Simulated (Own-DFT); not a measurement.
# Computed records: AlGa7N8 (wurtzite random alloy, atoms displaced), Al3GaN4 (wurtzite random alloy, strained, atoms displaced), Al3GaAs4 (zincblende random alloy, strained, atoms displaced)

Computed with Own-DFT development build. A calculation, not a measurement: plane-wave PBE density functional theory by an unreviewed code, no spin, of a simulated periodic cell, stress positive in tension, free energy of the whole cell less one offset for each atom, forces on such cells passed a denser k mesh, this cell's mesh not checked; offsets are fitted by least squares, one for each functional and potential file, so energies compare only between cells with the same atoms and settings and are not formation energies; the far tail of each file's local potential was reset to the Coulomb form; each entry is a single point on an unrelaxed cell, so the pressure reflects the starting lattice, mostly measured values, from which strain is counted, and rises with the displacements; printed positions are rounded, which can move forces by about a meV/angstrom; the program is a retired in-house code; no spin-orbit coupling.

Settings shared by all entries: functional PBE.

(1) 
```xyz
128
Lattice="12.7175 0.0000 0.0000 -6.3588 11.0137 0.0000 0.0000 0.0000 10.3192" Properties=species:S:1:pos:R:3:force_x:R:1:force_y:R:1:force_z:R:1 formula=AlGa7N8 potential_files=PseudoDojo_norm-conserving,scalar-relativistic,standard_set wave_cutoff=42 occupations=Fermi-Dirac smearing_width=0.05 k_mesh=3_x_3_x_3_centred_on_Gamma free_energy_of_cell_above_offsets=36.343 pressure=10.64 stress_xx=-9.62 stress_yy=-10.86 stress_zz=-11.45 stress_yz=0.89 stress_xz=-1.35 stress_xy=-0.39
Ga     0.0517     1.7278     0.0328     -0.946      1.948      0.083
Ga     1.4483     0.8291     2.5199      2.326      0.679      1.567
N     -0.0134     1.8013     1.9540     -0.436      0.914     -0.611
N      1.6634     1.0372     4.5437     -0.712     -1.735     -1.146
Ga     0.0084     1.7684     5.2460     -0.384       0.57     -0.749
Ga     1.5828     1.0076     7.8206      0.712      0.072     -5.154
N      0.0319     1.9400     7.1652     -0.199     -0.578     -0.669
N      1.5600     0.9996     9.5437     -1.713     -3.541      4.213
Ga    -1.5016     4.6680    10.2893       0.43     -2.493      1.275
Ga    -0.0384     3.6564     2.5849     -0.316     -0.076     -0.332
N     -1.6180     4.6706     1.9716      0.497      -1.77     -0.924
N     -0.0530     3.6053     4.4954      0.978       1.35       0.99
Ga    -1.5887     4.6593     5.2024     -0.231      -5.03      0.997
Ga    -0.0171     3.7282     7.8171      0.505     -0.445     -1.266
N     -1.5825     4.6975     7.2323      0.266     -0.427     -0.977
N      0.0850     3.5734     9.6530     -0.265       1.37      2.297
Al    -3.1256     7.4327     0.0375     -0.863     -1.323     -0.938
Ga    -1.5760     6.3582     2.6450       0.36      2.221      0.428
N     -3.2355     7.4198     1.9017      1.546     -1.574      0.113
N     -1.6297     6.3133     4.7287      3.008      3.933     -3.469
Ga    -3.0424     7.3311     5.0689     -3.731      0.863      1.344
Al    -1.5067     6.4068     7.8097     -0.568      2.036     -1.054
N     -3.1642     7.3785     7.0832      2.424     -0.126     -0.038
N     -1.4655     6.3993     9.7301     -5.082      0.152     -2.472
Ga    -4.7971    10.0866     0.1321       1.73      0.422     -5.396
Ga    -3.2417     9.1444     2.5744      2.354      1.542     -0.037
N     -4.7630     9.9725     1.8467     -1.017      1.057      4.531
N     -3.2628     9.2176     4.5443       2.12     -0.919     -1.082
Ga    -4.7305    10.1640     5.0699     -1.764      1.159      2.059
Al    -3.1788     9.1226     7.6779     -1.097      1.269      0.972
N     -4.7782    10.2122     7.1902      1.388     -1.568     -1.608
N     -3.2011     9.1247     9.6258      0.813      0.804     -0.174
Ga     2.9451     1.7961    10.2037      5.162      1.999      2.492
Ga     4.8024     0.9283     2.6629     -0.337      0.246     -0.996
N      3.1227     1.8367     1.9514     -0.439      -1.32       -0.9
N      4.9108     1.0148     4.6786     -3.388     -2.301     -2.493
Ga     3.2280     1.9988     5.1176     -0.238      -7.14      3.745
Ga     4.8433     0.7600     7.8994     -1.194      2.416     -6.765
N      3.1498     1.8552     7.0927      1.327      0.184      0.529
N      4.8248     0.9143     9.5809     -1.395       0.95      4.738
Al     1.5533     4.5890     0.0070      0.153     -0.439     -0.941
Ga     2.9460     3.6576     2.5253      4.658     -1.725      1.568
N      1.5714     4.5275     1.8977     -2.635      2.706     -0.869
N      3.3197     3.5380     4.5562      -2.89       7.98     -3.266
Al     1.5110     4.5498     5.0879      1.124     -1.153      0.893
Ga     3.1985     3.7820     7.7780     -0.604     -3.086     -2.734
N      1.6401     4.5028     7.0588     -1.609      1.587     -1.783
N      3.1400     3.6221     9.5427     -0.231      1.623       4.63
Ga    -0.1903     7.3834    10.2746       5.53       0.41      3.184
Ga     1.7092     6.5252     2.6761     -1.298     -1.363     -1.992
N      0.0819     7.3730     2.0194     -0.988      0.434      0.035
N      1.6312     6.3727     4.5263      0.322     -0.396      1.408
Ga     0.1585     7.4026     5.1607     -2.156     -0.489     -0.265
Ga     1.6330     6.3694     7.5823     -2.807     -1.242       2.08
N      0.0358     7.4299     7.0467     -0.513     -1.301      1.308
N      1.4903     6.3496     9.6079      0.473      0.199      0.513
Ga    -1.4975    10.1643    10.1667     -1.565     -0.963      1.923
Al     0.0377     9.2016     2.7110     -0.377      0.188     -4.241
N     -1.4562    10.1733     1.7931     -0.646     -1.564       2.32
N     -0.0611     9.1992     4.4674       1.08      0.479      2.472
Ga    -1.7056    10.1992     5.2193      0.934     -0.128     -0.764
Ga     0.1480     9.1746     7.8462      -1.77     -0.316     -1.676
N     -1.7180    10.0894     7.0841      1.832     -1.143       1.14
N      0.0223     9.1014     9.7196      0.604      1.756     -0.672
Ga     6.2457     1.9453     0.0141       0.94     -1.209     -0.233
Ga     8.0290     0.7445     2.5160     -1.552      3.457      1.242
N      6.3503     1.7119     1.8377      0.676       1.16      2.468
N      8.0527     0.9676     4.5520     -4.763     -3.959     -1.139
Ga     6.3518     1.8618     5.2112      3.023      1.468     -0.619
Ga     7.9213     0.9003     7.6101      2.854      0.412      1.653
N      6.4920     1.8678     7.0739     -2.203     -0.705      0.695
N      7.8953     0.8906     9.6939      0.307      0.365     -0.903
Al     4.6287     4.6738    10.2066      1.043     -2.975      2.013
Ga     6.3037     3.7753     2.6458     -0.239     -2.018     -0.787
N      4.6770     4.5230     1.9885     -0.529      0.626       -2.1
N      6.3068     3.7429     4.5541      2.032     -1.678      0.032
Ga     4.7781     4.5745     5.0642     -0.485      0.387      1.763
Ga     6.3028     3.6358     7.7216      1.695     -0.226      0.016
N      4.7807     4.5052     7.1879     -0.016      2.311     -1.676
N      6.2761     3.6681     9.6135     -0.262      1.896      1.111
Ga     3.0943     7.2987    10.2454     -1.337     -0.235      1.557
Ga     4.7900     6.4268     2.4423      0.161     -2.489      2.145
N      3.2727     7.2914     2.0136     -1.658      1.911     -1.638
N      4.8411     6.3376     4.5325     -1.036      2.642     -0.081
Ga     3.2433     7.2767     5.3006      1.024     -0.081       -2.8
Ga     4.7300     6.3292     7.8498      1.089      0.697     -1.699
N      3.0988     7.2846     7.1360      3.198      1.807      0.661
N      4.6906     6.4408     9.7857      1.102     -0.004     -1.208
Ga     1.6226    10.0660    10.2911      0.085      0.598      1.244
Ga     3.1895     9.1353     2.7427      1.405     -0.107     -5.082
N      1.7467    10.0564     1.9706     -2.115     -2.624     -0.664
N      3.2512     9.2696     4.4578     -1.674     -1.466      5.416
Al     1.5940     9.9813     5.1849      0.169      2.086       -0.9
Ga     3.1593     9.2024     7.8037      2.083     -0.447     -0.676
N      1.6689    10.0313     7.0910     -1.067      0.619     -1.162
N      3.1760     9.0821     9.6831      0.593      1.256       0.12
Ga     9.4502     1.9545    10.2727      1.017     -2.526      1.017
Ga    11.0643     0.9631     2.5092      1.494     -0.572      1.332
N      9.5263     1.7901     2.0792     -0.921       1.82     -2.549
N     11.1784     0.9275     4.4404     -0.202      -0.97      1.296
Ga     9.4627     1.7634     5.1156      4.828       2.37      0.878
Ga    11.2351     0.8965     7.6851     -0.141      1.701      1.931
N      9.7198     1.7804     7.0429     -2.325        1.2      0.772
N     11.2501     0.8915     9.7574     -2.432     -0.558     -1.518
Ga     7.8767     4.6188     0.0096      0.547     -0.439      0.265
Ga     9.5155     3.6927     2.5775      0.023     -0.741      -0.56
N      7.9062     4.4705     1.9801      0.213      2.066     -1.018
N      9.5453     3.6886     4.4433      0.833     -0.349      1.885
Ga     8.0130     4.5217     5.1541     -1.104       0.84      -0.92
Ga     9.5067     3.8017     7.7041      2.191     -2.893      1.608
N      7.9812     4.4336     7.0479     -1.929      2.528      0.377
N      9.6724     3.7091     9.8104     -1.967      1.128     -1.853
Ga     6.3567     7.4173    10.1333      0.801     -2.747      2.298
Ga     7.9206     6.5253     2.5414      1.388      -2.83      1.207
N      6.3639     7.1691     1.9609     -0.701      3.562       -2.3
N      7.8851     6.3804     4.5082      1.539      1.016      0.169
Ga     6.3690     7.4828     5.1224       0.36     -4.306      0.766
Ga     8.0261     6.5086     7.5869      0.709     -3.021       1.95
N      6.5144     7.3117     7.0865     -3.859      1.288      0.109
N      8.0136     6.4381     9.7156      0.271       0.52     -0.809
Ga     4.7992    10.0787     0.0403     -0.221      0.134      -1.11
Ga     6.2948     9.1403     2.5702     -0.225     -0.442     -1.001
N      4.8002    10.1954     1.8933     -0.139     -2.394      1.225
N      6.3865     9.1247     4.4526     -0.161      3.064      0.268
Ga     4.7776    10.0280     5.2765      0.818      1.821     -3.822
Ga     6.4989     9.1677     7.7617      -0.89      0.397      -0.55
N      4.8717    10.2044     7.0315     -0.476     -3.426      3.201
N      6.4909     9.1577     9.7011     -2.128       1.44     -0.703
```

Units: wave_cutoff in hartree; smearing_width, free_energy_of_cell_above_offsets in eV; pressure, stress_xx, stress_yy, stress_zz, stress_yz, stress_xz, stress_xy in GPa; force_x, force_y, force_z in eV/Å.

(2) 
```xyz
72
Lattice="9.1354 0.0000 0.0000 -4.5677 7.9115 0.0000 0.0000 0.0000 10.0655" Properties=species:S:1:pos:R:3:force_x:R:1:force_y:R:1:force_z:R:1 formula=Al3GaN4 potential_files=PseudoDojo_norm-conserving,scalar-relativistic,standard_set_with_the_stringent_files_for_Ga wave_cutoff=96 occupations=Gaussian smearing_width=0.01 k_mesh=4_x_4_x_3_centred_on_Gamma free_energy_of_cell_above_offsets=-19.509 pressure=19.66 stress_xx=-26.1 stress_yy=-22.65 stress_zz=-10.24 stress_yz=0.54 stress_xz=-0.73 stress_xy=-0.29
Ga     0.0762     1.7940     0.0626     -2.859     -0.479      0.705
Al     1.4525     0.9240     2.5925      1.835     -2.121     -1.717
N     -0.0212     1.7595     2.0432     -0.532     -0.635     -0.909
N      1.5622     0.8610     4.4261     -0.606      0.878     -0.351
Al     0.0143     1.6887     4.9629      -0.67      1.664      1.343
Ga     1.4633     0.8660     7.5416      0.794     -1.488      1.217
N      0.0445     1.7445     6.8981     -2.551      0.454     -0.923
N      1.5129     0.9152     9.5162      0.931     -1.582      -1.58
Al    -1.5351     4.3452     0.0318      0.452      1.938     -0.405
Ga    -0.0324     3.5580     2.5047      0.617      0.119      0.805
N     -1.5030     4.3832     1.8327     -2.397      0.403      1.145
N     -0.0357     3.5247     4.4263      1.866     -1.617      -0.04
Ga    -1.5096     4.4358     4.9681     -0.437     -1.426      2.897
Al     0.0505     3.4785     7.6119     -1.889     -0.066     -0.627
N     -1.4712     4.3804     6.9823     -0.911     -0.651      0.139
N     -0.0600     3.5354     9.4630      1.916      0.179      -0.27
Al    -3.0358     7.0493    10.0193      1.731      0.106      1.713
Al    -1.5673     6.1406     2.5254     -0.773     -0.378     -1.615
N     -3.1143     6.9389     1.8505      1.038      2.206      0.555
N     -1.5740     6.0969     4.3431     -0.448      2.803      0.066
Al    -3.0180     7.1057     4.9871     -0.597     -3.172      0.515
Al    -1.5698     6.1265     7.4945      3.104     -0.495      2.067
N     -2.9968     6.9202     6.8822      -0.79      2.132     -0.868
N     -1.4382     6.1676     9.5299     -3.453     -1.567     -2.282
Ga     3.0996     1.7078     0.0103     -1.173      1.487      0.692
Al     4.6178     0.9421     2.4605     -2.627     -2.579      1.259
N      3.0113     1.7455     1.8978       0.03     -1.407      0.871
N      4.6437     0.8168     4.3728     -1.544      2.031      0.182
Al     3.0113     1.7576     5.0150      1.888     -1.574      0.793
Ga     4.4571     0.8911     7.5388      2.424      0.401      0.729
N      2.9920     1.7364     6.9477     -0.592      1.369     -1.918
N      4.5320     0.8409     9.4397      2.142     -0.641       0.65
Al     1.5457     4.3410     0.0083     -0.804      1.249      0.375
Ga     3.0609     3.4767     2.5413     -0.945      1.078     -1.278
N      1.4909     4.4301     1.8830      1.186      0.472      0.022
N      3.0728     3.3943     4.3744     -1.014      2.582       2.18
Al     1.4640     4.3925     5.0247      0.981     -0.544      0.213
Al     2.9887     3.4625     7.5459      0.465      1.533      0.687
N      1.4522     4.3479     6.9358      1.578      1.029     -0.504
N      3.0731     3.5604     9.4977      0.045     -0.608     -1.502
Al    -0.0159     6.9587    10.0579      2.172      1.302      1.328
Al     1.5436     6.2151     2.5204     -0.905     -0.911     -0.662
N     -0.0857     6.9847     1.9513      1.918      1.593      -0.75
N      1.4966     6.1660     4.4157      2.707     -2.159     -0.858
Ga    -0.0080     6.9427     4.9010     -1.515      1.817       2.41
Al     1.5036     6.1706     7.5158      0.348     -1.184       1.56
N      0.0363     7.0865     7.0678     -1.617     -2.679     -2.325
N      1.5913     6.1492     9.5382     -3.249      -2.01     -2.132
Al     6.0228     1.7525     0.0366      1.393     -0.668     -0.561
Al     7.6167     0.8795     2.6534     -0.651     -0.173     -2.317
N      6.0613     1.7377     1.9216      1.987      0.716     -0.686
N      7.5921     0.8422     4.4424     -0.118      1.153      0.914
Al     6.0438     1.7921     5.0750      0.824      0.312     -0.436
Al     7.5679     0.8763     7.5264      1.422     -0.956      0.498
N      6.1265     1.7600     6.9453     -1.197      0.456     -0.634
N      7.5930     0.8855     9.4117     -0.278      0.866      0.456
Al     4.5866     4.4468    10.0287      0.168     -0.092      1.021
Al     6.0331     3.5046     2.4873      1.785      0.484      0.673
N      4.5760     4.3951     1.9439     -0.179      0.126     -1.981
N      6.1340     3.5859     4.3979     -2.761     -2.262     -0.482
Al     4.5054     4.3846     5.0505      1.393      0.298     -0.079
Al     6.0963     3.4454     7.6405      0.204      1.604     -1.061
N      4.5098     4.3912     6.9526       0.81     -0.992      0.284
N      6.1236     3.5217     9.5251     -1.602     -0.623     -0.881
Ga     3.0349     6.9901    10.0457      1.797      2.256      1.126
Al     4.5265     6.1348     2.4437      1.201     -0.345      1.959
N      3.0940     7.0402     1.9607      -1.69      1.054     -0.094
N      4.6114     6.1348     4.4148     -1.204      0.683     -0.202
Al     3.0170     7.0441     4.9980      1.016     -1.456      1.368
Al     4.6753     6.1510     7.5532     -2.776     -0.564     -0.024
N      3.0159     6.9671     6.9629      1.586      1.057     -0.961
N      4.6452     6.2241     9.4622     -0.403     -1.785     -1.502
```

Units: wave_cutoff in hartree; smearing_width, free_energy_of_cell_above_offsets in eV; pressure, stress_xx, stress_yy, stress_zz, stress_yz, stress_xz, stress_xy in GPa; force_x, force_y, force_z in eV/Å.

(3) 
```xyz
64
Lattice="11.4429 0.1346 0.2148 0.1346 11.1825 -0.1077 0.2148 -0.1077 11.5008" Properties=species:S:1:pos:R:3:force_x:R:1:force_y:R:1:force_z:R:1 formula=Al3GaAs4 potential_files=PseudoDojo_norm-conserving,scalar-relativistic,standard_set wave_cutoff=42 occupations=Fermi-Dirac smearing_width=0.1 k_mesh=3_x_3_x_3_centred_on_Gamma free_energy_of_cell_above_offsets=-18.376 pressure=2.21 stress_xx=-1.96 stress_yy=-2.97 stress_zz=-1.7 stress_yz=-0.71 stress_xz=2.82 stress_xy=1.99
Ga     0.2330    -0.0356    11.4574     -0.418     -0.403      0.649
Al    11.4518     2.9255     3.0318      0.068     -0.217      0.516
Al     2.9286     0.0828     2.9316     -0.185     -0.056      0.096
Ga     2.8642     2.8016     0.0524      0.901      0.391     -0.093
As     1.4878     1.4525     1.3923     -0.393     -0.636      0.847
As     1.5093     4.2268     4.2166       0.39     -0.652      0.161
As     4.4235     1.4184     4.3871     -0.442      0.252     -0.021
As     4.3691     4.2053     1.5120     -0.024     -0.423       -0.5
Ga     0.2403    11.0473     5.6013     -0.695      1.695      1.221
Al    11.6209     2.7458     8.8466     -0.236      0.926       0.23
Al     3.0180    -0.0258     8.6648      0.294     -0.545      0.946
Al     2.9000     2.7755     5.7788      0.349      0.403     -0.367
As     1.6733     1.3454     7.3041     -0.851     -0.246      -1.27
As     1.7529     4.0309    10.0746      -0.65      0.202     -0.677
As     4.5245     1.3282    10.1513     -0.348     -0.227     -0.008
As     4.5183     4.1326     7.1983     -0.674     -0.274      0.136
Al     0.1319     5.5251    -0.0339     -0.193      0.489     -0.132
Ga     0.1607     8.3971     2.8647     -0.342       0.46     -0.243
Al     2.9772     5.6098     2.7832     -0.415      0.613       0.74
Al     2.9551     8.4652    -0.0034     -0.158      0.069      0.193
As     1.4949     7.0204     1.3703      0.508     -0.168      0.026
As     1.6187     9.8418     4.3036      1.317     -1.144     -1.535
As     4.4062     6.9818     4.3729      0.252     -0.573     -0.553
As     4.4566     9.7994     1.4740     -0.423      0.163     -0.404
Al     0.2434     5.6177     5.7149     -0.542     -0.206      0.417
Ga    11.6878     8.5080     8.7869      0.079       -0.3     -0.145
Al     3.0909     5.5010     8.6128      0.257      0.626      0.408
Al     3.0032     8.3726     5.7098      0.665      1.033      0.255
As     1.7196     7.0066     7.1458     -0.497     -0.791      0.559
As     1.6944     9.6706    10.0080      0.848      0.445     -0.256
As     4.6036     6.9638    10.1513     -0.323     -0.595     -0.783
As     4.5580     9.7867     7.1872     -0.014     -0.276     -0.699
Al     6.0567    11.1077    11.4933     -0.765      0.901      1.122
Al     5.7840     2.8549     2.9417      0.221     -0.078      0.243
Ga     8.5669     0.1711     3.0045      0.144     -0.839       0.41
Al     8.7840     2.8242    11.6188      0.462     -0.438      0.708
As     7.1732     1.4330     1.5429     -0.306      0.573     -0.509
As     7.2931     4.2102     4.3629     -0.308      0.023       0.36
As    10.0401     1.4047     4.4993      1.061      0.153     -0.502
As    10.0904     4.3169     1.5713      -0.09     -0.552     -0.539
Ga     5.8904     0.1425     5.8716      -0.48     -0.849       0.14
Al     5.8322     2.8190     8.7659      0.846     -0.067      0.026
Al     8.7002     0.0294     8.7797      0.211     -0.377      0.144
Al     8.6942     2.7773     5.8332      -0.06      0.942      0.935
As     7.3047     1.4016     7.3417      0.003      0.749      0.164
As     7.4469     4.1536    10.1988     -0.753      0.677     -0.875
As    10.1735     1.3736    10.2432     -0.044      0.182     -0.171
As    10.2279     4.2281     7.3672      0.017     -0.107     -0.434
Ga     5.7464     5.6265     0.1236        0.6      0.411     -0.147
Al     5.7963     8.3626     2.8871      0.528      0.569      0.829
Al     8.7169     5.6184     2.9948     -0.309      1.102     -0.011
Al     8.8332     8.2752    11.5318      0.841      2.151      -0.28
As     7.3033     7.1754     1.4507     -0.717     -1.971      1.183
As     7.3593     9.8474     4.3836     -0.283     -0.305     -0.669
As    10.2093     7.0445     4.4318     -0.308     -0.083      0.102
As    10.1540     9.9489     1.5652      0.027     -0.612     -0.588
Al     5.8515     5.5804     5.8722      0.838      0.693      -0.52
Al     5.9500     8.3472     8.6154       0.13      0.599      0.505
Al     8.8275     5.7084     8.7518       0.13     -0.329      0.077
Al     8.7901     8.4739     5.8302      0.642      0.496     -0.604
As     7.4705     7.1091     7.2059     -0.907     -1.262      0.473
As     7.3685     9.8521    10.1451       1.32     -1.728     -1.354
As    10.3640     7.0274    10.2185      0.006     -0.676     -0.344
As    10.3277     9.8173     7.2492     -0.797      0.019      0.409
```

Units: wave_cutoff in hartree; smearing_width, free_energy_of_cell_above_offsets in eV; pressure, stress_xx, stress_yy, stress_zz, stress_yz, stress_xz, stress_xy in GPa; force_x, force_y, force_z in eV/Å.
